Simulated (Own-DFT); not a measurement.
# Computed records: SiGe (diamond lattice with Si and Ge gathered in clusters, atoms displaced)

Computed with Own-DFT development build. A calculation, not a measurement: plane-wave density functional theory by an unreviewed code, no spin, of a simulated periodic cell, stress positive in tension, run twice, with PBE and with PBEsol, both on files made for PBE, so the change isn't that of files made for PBEsol; forces on such cells passed a denser k mesh, this cell's mesh not checked; the far tail of each file's local potential was reset to the Coulomb form; each entry is a single point on an unrelaxed cell, so the pressure reflects the starting lattice, mostly measured values (interpolated for alloys), from which strain is counted, and rises with the displacements; printed positions are rounded, which can move forces by about a meV/angstrom; the program, named Own-DFT, is a retired in-house code; no spin-orbit coupling; stress was not checked against mesh or cutoff.

```json
{"formula": "SiGe", "kind": "diamond lattice with Si and Ge gathered in clusters, atoms displaced", "structure": {"cell_angstrom": [[11.089, 0.0, 0.0], [0.0, 11.089, 0.0], [0.0, 0.0, 11.089]], "atoms_fractional": [["Ge", 0.99796, 0.99531, 0.00489], ["Ge", 0.00352, 0.2521, 0.25069], ["Ge", 0.24647, 0.99968, 0.24887], ["Si", 0.24679, 0.24592, 0.00507], ["Ge", 0.12892, 0.12056, 0.12824], ["Ge", 0.12006, 0.37823, 0.37693], ["Ge", 0.37158, 0.12368, 0.37515], ["Si", 0.37257, 0.37528, 0.12379], ["Ge", 0.00207, 0.00212, 0.50644], ["Ge", 0.99746, 0.24876, 0.75043], ["Ge", 0.24872, 0.00363, 0.74596], ["Ge", 0.25271, 0.25166, 0.50121], ["Ge", 0.12514, 0.12166, 0.62451], ["Si", 0.13064, 0.37651, 0.87415], ["Si", 0.37764, 0.12254, 0.87306], ["Si", 0.37009, 0.37694, 0.62765], ["Si", 0.00171, 0.4984, 0.00269], ["Ge", 0.00458, 0.75073, 0.25106], ["Si", 0.25163, 0.5011, 0.24755], ["Si", 0.25435, 0.74871, 0.00094], ["Si", 0.1322, 0.62023, 0.12606], ["Ge", 0.12665, 0.87522, 0.37263], ["Si", 0.37782, 0.62203, 0.37782], ["Si", 0.36972, 0.87348, 0.12647], ["Ge", 0.00322, 0.49902, 0.49998], ["Ge", 0.0019, 0.74697, 0.75167], ["Si", 0.25179, 0.49663, 0.74811], ["Ge", 0.25294, 0.75171, 0.49824], ["Ge", 0.1284, 0.62777, 0.62172], ["Ge", 0.12179, 0.87407, 0.87147], ["Si", 0.37658, 0.62309, 0.87434], ["Ge", 0.37968, 0.87479, 0.62331], ["Si", 0.50071, 0.99766, 0.99619], ["Si", 0.49804, 0.24933, 0.25033], ["Ge", 0.74487, 0.9992, 0.25361], ["Si", 0.75012, 0.25038, 0.99747], ["Si", 0.62587, 0.12668, 0.13004], ["Si", 0.62414, 0.37514, 0.37533], ["Ge", 0.87397, 0.12401, 0.37547], ["Si", 0.8793, 0.37149, 0.12502], ["Ge", 0.50174, 0.9981, 0.49729], ["Si", 0.49671, 0.24704, 0.74791], ["Ge", 0.75055, 0.0063, 0.75154], ["Ge", 0.74528, 0.25064, 0.49903], ["Ge", 0.62733, 0.12586, 0.62397], ["Si", 0.62419, 0.37825, 0.87583], ["Ge", 0.87687, 0.12447, 0.87343], ["Ge", 0.87556, 0.37692, 0.62668], ["Si", 0.50197, 0.50493, 0.99691], ["Si", 0.50004, 0.75245, 0.24873], ["Si", 0.7523, 0.50372, 0.25037], ["Si", 0.74961, 0.7545, 0.99894], ["Si", 0.62922, 0.62466, 0.1233], ["Ge", 0.62417, 0.87617, 0.37056], ["Ge", 0.87731, 0.62603, 0.3734], ["Ge", 0.87452, 0.87884, 0.13011], ["Si", 0.50233, 0.5049, 0.50197], ["Si", 0.49803, 0.74873, 0.74393], ["Si", 0.75331, 0.49666, 0.75162], ["Ge", 0.75194, 0.74708, 0.50085], ["Si", 0.626, 0.62941, 0.62682], ["Si", 0.62544, 0.87669, 0.87144], ["Si", 0.87026, 0.62502, 0.87137], ["Ge", 0.87424, 0.87586, 0.62791]]}, "settings": {"functional": "PBE, then PBEsol", "potential_files": "PseudoDojo norm-conserving, scalar-relativistic, standard set", "wave_cutoff [hartree]": 42.0, "occupations": "Fermi-Dirac", "smearing_width [eV]": 0.1, "k_mesh": "3 x 3 x 3 centred on Gamma"}, "results": {"PBE_pressure [GPa]": 3.02, "PBE_stress_xx [GPa]": -3.01, "PBE_stress_yy [GPa]": -3.03, "PBE_stress_zz [GPa]": -3.02, "PBE_stress_yz [GPa]": 0.07, "PBE_stress_xz [GPa]": -0.03, "PBE_stress_xy [GPa]": -0.11, "PBEsol_pressure [GPa]": 0.73, "PBEsol_stress_xx [GPa]": -0.72, "PBEsol_stress_yy [GPa]": -0.74, "PBEsol_stress_zz [GPa]": -0.74, "PBEsol_stress_yz [GPa]": 0.07, "PBEsol_stress_xz [GPa]": -0.04, "PBEsol_stress_xy [GPa]": -0.09, "force_element": ["Ge", "Ge", "Ge", "Si", "Ge", "Ge", "Ge", "Si", "Ge", "Ge", "Ge", "Ge", "Ge", "Si", "Si", "Si", "Si", "Ge", "Si", "Si", "Si", "Ge", "Si", "Si", "Ge", "Ge", "Si", "Ge", "Ge", "Ge", "Si", "Ge", "Si", "Si", "Ge", "Si", "Si", "Si", "Ge", "Si", "Ge", "Si", "Ge", "Ge", "Ge", "Si", "Ge", "Ge", "Si", "Si", "Si", "Si", "Si", "Ge", "Ge", "Ge", "Si", "Si", "Si", "Ge", "Si", "Si", "Si", "Ge"], "PBE_force_x [eV/angstrom]": [0.403, -0.552, 1.07, 0.911, -0.896, 1.567, 0.63, 0.454, -0.523, 1.084, 0.79, -0.489, 0.118, -0.505, -0.292, 1.356, -0.025, 0.077, 0.403, -0.421, -0.492, -0.318, 0.109, 1.012, -0.725, -0.752, -0.102, 0.421, 0.198, 1.003, -0.097, -0.421, -0.063, 0.133, 0.496, -0.228, -0.475, -0.407, 0.258, -0.771, 0.044, 0.13, -0.352, 0.566, -0.937, -0.117, -0.184, -0.321, -0.111, -0.358, -0.235, -0.034, -0.382, -0.263, -0.055, -0.564, -0.06, 0.532, -0.973, -0.417, 0.065, -0.407, 0.423, 0.071], "PBE_force_y [eV/angstrom]": [0.656, -0.48, -0.566, 0.513, 0.778, -0.19, 0.269, -0.026, -0.731, 0.586, -0.622, 0.266, 1.38, -0.291, 0.464, -0.005, 0.251, -0.597, -0.25, -0.259, 0.52, 0.234, 0.236, 0.062, 0.67, -0.374, 0.626, -0.252, -0.575, -0.079, 0.296, 0.069, 0.108, 0.501, 0.794, 0.214, 0.154, 0.638, 0.213, 0.597, 0.451, 0.8, -0.956, 0.572, 0.127, -0.565, 0.263, -0.166, -0.517, -0.844, -0.972, -0.395, 0.439, -1.154, -0.372, -1.004, -0.689, -0.102, 0.698, 0.443, -0.975, -0.488, -0.228, -0.162], "PBE_force_z [eV/angstrom]": [-0.614, -0.239, 0.204, -1.078, -0.73, -0.649, -0.299, -0.155, -1.105, 0.173, 0.838, 0.065, 0.074, 0.525, 0.635, -0.262, -0.51, -0.801, 0.643, -0.253, -0.613, 0.846, -0.802, -0.519, 0.448, -0.219, 0.565, -0.42, 0.588, 0.914, -0.347, 0.267, 0.724, -0.172, -0.626, 0.6, -1.116, -0.463, 0.144, -0.312, 0.121, 0.377, 0.03, -0.242, 0.223, -0.272, 1.159, -0.304, 0.531, -0.328, -0.415, -0.235, 0.053, 0.624, 0.044, -0.218, 0.246, 1.193, 0.02, -0.082, 0.228, 0.17, 1.082, 0.043], "PBEsol_force_x [eV/angstrom]": [0.389, -0.5, 0.984, 0.845, -0.904, 1.478, 0.57, 0.449, -0.504, 1.015, 0.718, -0.52, 0.109, -0.541, -0.34, 1.302, -0.029, 0.043, 0.357, -0.462, -0.534, -0.308, 0.06, 0.951, -0.698, -0.692, -0.151, 0.365, 0.155, 0.931, -0.104, -0.455, -0.06, 0.085, 0.524, -0.18, -0.421, -0.356, 0.249, -0.714, 0.04, 0.175, -0.295, 0.59, -0.859, -0.119, -0.15, -0.266, -0.112, -0.309, -0.178, 0.014, -0.373, -0.211, -0.013, -0.506, -0.054, 0.472, -0.912, -0.358, 0.124, -0.357, 0.468, 0.079], "PBEsol_force_y [eV/angstrom]": [0.635, -0.504, -0.512, 0.447, 0.709, -0.221, 0.226, -0.026, -0.705, 0.525, -0.631, 0.208, 1.323, -0.328, 0.413, -0.054, 0.253, -0.533, -0.287, -0.215, 0.558, 0.229, 0.28, 0.122, 0.646, -0.311, 0.671, -0.205, -0.517, -0.05, 0.295, 0.108, 0.104, 0.447, 0.727, 0.162, 0.098, 0.583, 0.204, 0.539, 0.432, 0.746, -0.891, 0.501, 0.089, -0.565, 0.221, -0.209, -0.508, -0.786, -0.92, -0.338, 0.436, -1.066, -0.315, -0.934, -0.685, -0.045, 0.637, 0.471, -0.919, -0.436, -0.179, -0.15], "PBEsol_force_z [eV/angstrom]": [-0.592, -0.184, 0.24, -1.018, -0.653, -0.594, -0.252, -0.16, -1.066, 0.13, 0.765, 0.027, 0.069, 0.481, 0.584, -0.321, -0.507, -0.728, 0.69, -0.291, -0.57, 0.817, -0.747, -0.46, 0.427, -0.254, 0.513, -0.371, 0.533, 0.847, -0.351, 0.206, 0.725, -0.119, -0.558, 0.547, -1.056, -0.41, 0.148, -0.256, 0.118, 0.321, -0.013, -0.195, 0.178, -0.275, 1.071, -0.332, 0.533, -0.276, -0.357, -0.19, 0.057, 0.641, 0.086, -0.177, 0.253, 1.13, -0.04, -0.115, 0.179, 0.112, 1.028, 0.037], "rms_change_of_force_components_from_PBE_to_PBEsol [eV/angstrom]": 0.047}}
```
